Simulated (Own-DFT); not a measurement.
# A layer strained by its substrate: diamond-structure SiGeSn with randomly placed atoms, 64 atoms (Ge52Si8Sn4)

The numbers are computed, not measured, by runs of the plane-wave DFT program Own-DFT (in-house, retired, unreviewed) at fixed positions, with no spin and no spin-orbit coupling.

Method: PBE; PseudoDojo norm-conserving scalar-relativistic files; cutoff 49 hartree; 3 x 3 x 3 k mesh centred on Gamma; Fermi-Dirac smearing of 0.1 eV.

Limits: forces on such cells moved up to 12 meV/angstrom on a denser k mesh; stress not checked against mesh or cutoff.

Unstrained cell vectors in Å: (11.363, 0.000, 0.000); (0.000, 11.363, 0.000); (0.000, 0.000, 11.363). The unstrained cell has measured lattice constants (interpolated for alloys), not those of this functional. That, the random moves and any unrelaxed bonds set the pressure at no strain. Each run strains x and y alike by e, as a substrate would, and holds the height along z. All atoms carry random offsets, Gaussian with a width of 0.05 Å per axis. The random placing of the alloy's atoms differs from row to row. Stress is positive in tension.

| e (%) | u (Å) | (s_xx + s_yy)/2 (GPa) | s_zz (GPa) |
|---|---|---|---|
| -2.00 | 0.047 | -8.51 | -7.30 |
| -2.00 | 0.049 | -8.54 | -7.31 |
| -1.25 | 0.048 | -6.91 | -6.08 |
| -1.25 | 0.049 | -6.88 | -6.20 |
| -1.00 | 0.051 | -6.38 | -5.80 |
| -0.75 | 0.052 | -6.04 | -5.44 |
| -0.50 | 0.049 | -5.40 | -4.99 |
| 2.25 | 0.046 | ? | ? |
| 2.50 | 0.053 | -0.49 | -1.97 |

## Analysis

With e as a fraction, the in-plane stress is -4.5 + 183 e - 893 e² GPa (errors 2 and 125, scatter 0.06), and s_zz is -4.4 + 124 e - 1052 e² GPa (slope ± 2, scatter 0.06). At e = 0 the first slope is C11 + C12 and the second 2 C12, both with the ions held to the strained lattice and at the cell's own pressure. The term in e² is negative: the layer stiffens under compression and softens under tension. A free layer would change its height as e changes, and the in-plane slope would drop by 2 C12²/C11 to the biaxial modulus. At fixed height, a misfit of 1 % moves the in-plane stress by about 1.8 GPa and s_zz by 1.2 GPa.

## Test on the hidden row

Question: what are the two stresses at e = 2.25 %?

From the fit: -0.8 and -2.2 GPa. Computed: -0.90 and -2.25 GPa.
